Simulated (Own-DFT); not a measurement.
# Around an empty site: 2H SiC, 71 atoms (C35Si36), with one C vacancy

These are calculations, not measurements. They come from Own-DFT, an in-house plane-wave density functional program, since retired, whose code no person has reviewed. Each row is one single-point run on a periodic cell that was not relaxed, without spin or spin-orbit coupling.

Settings of every run: PBE; PseudoDojo norm-conserving scalar-relativistic files; cutoff 42 hartree; 4 x 4 x 3 k mesh centred on Gamma; Fermi-Dirac smearing of 0.1 eV.

Known limits: not probed for a lower state with spin; forces on such cells moved up to 12 meV/angstrom on a denser k mesh; stress not checked against mesh or cutoff.

Cell vectors in Å: (9.248, 0.000, 0.000); (-4.624, 8.009, 0.000); (0.000, 0.000, 10.068). Every atom was also moved at random, by a Gaussian of width 0.03 Å on each axis. The defect's site can differ from row to row. The empty site has 4 nearest neighbours, all Si. For each, d is its distance from the empty site and R the part of its force along the line away from it, positive outwards. The last column is the rms force component on atoms over 4.5 Å away.

```
run,d1 (Å),d2 (Å),d3 (Å),d4 (Å),R1 (eV/Å),R2 (eV/Å),R3 (eV/Å),R4 (eV/Å),far F (eV/Å)
1,1.844,1.866,1.881,1.914,-0.27,-0.33,-0.78,-0.63,0.78
2,1.864,1.868,1.870,1.877,-0.34,-0.08,-0.15,-0.37,0.90
3,1.867,1.887,1.928,1.936,-0.32,-0.69,-0.54,-1.15,0.75
4,1.825,1.889,1.892,1.909,0.06,-0.36,-0.11,-0.71,0.83
5,1.863,1.867,1.870,1.911,-0.24,-0.61,-0.26,-0.24,0.85
6,1.836,1.867,1.937,1.974,-0.04,-0.18,-1.20,-1.02,0.70
7,1.857,1.873,1.896,1.909,-0.31,-0.20,-0.34,-0.76,0.81
8,1.867,1.896,1.910,1.942,-0.06,-0.78,-0.70,-0.49,0.90
9,1.854,1.855,1.870,1.901,?,?,?,?,?
```

## Worked fit

A straight line through the 32 neighbours shown gives R = -0.44 - 7.4 (d - 1.887) eV/Å, with a scatter of 0.22 left by the moves of the other atoms. The slope, with an error of 1.2, is the pull back towards the neighbour's own site. The constant, -0.44 ± 0.04 eV/Å, is the force at the mean distance: with one bond gone, the neighbours are pushed inwards, towards the empty site. It shows how a relaxation would start, not where it would end, and it depends somewhat on the width of the random moves.

## Withheld run

Question: what mean R should the neighbours of run 9 feel? Their mean d is 1.870 Å.

The line gives -0.32 ± 0.09 eV/Å, by the scatter of the means of the runs shown. The calculation gave R = 0.14, -0.02, -0.19, -0.80, a mean of -0.22 eV/Å.
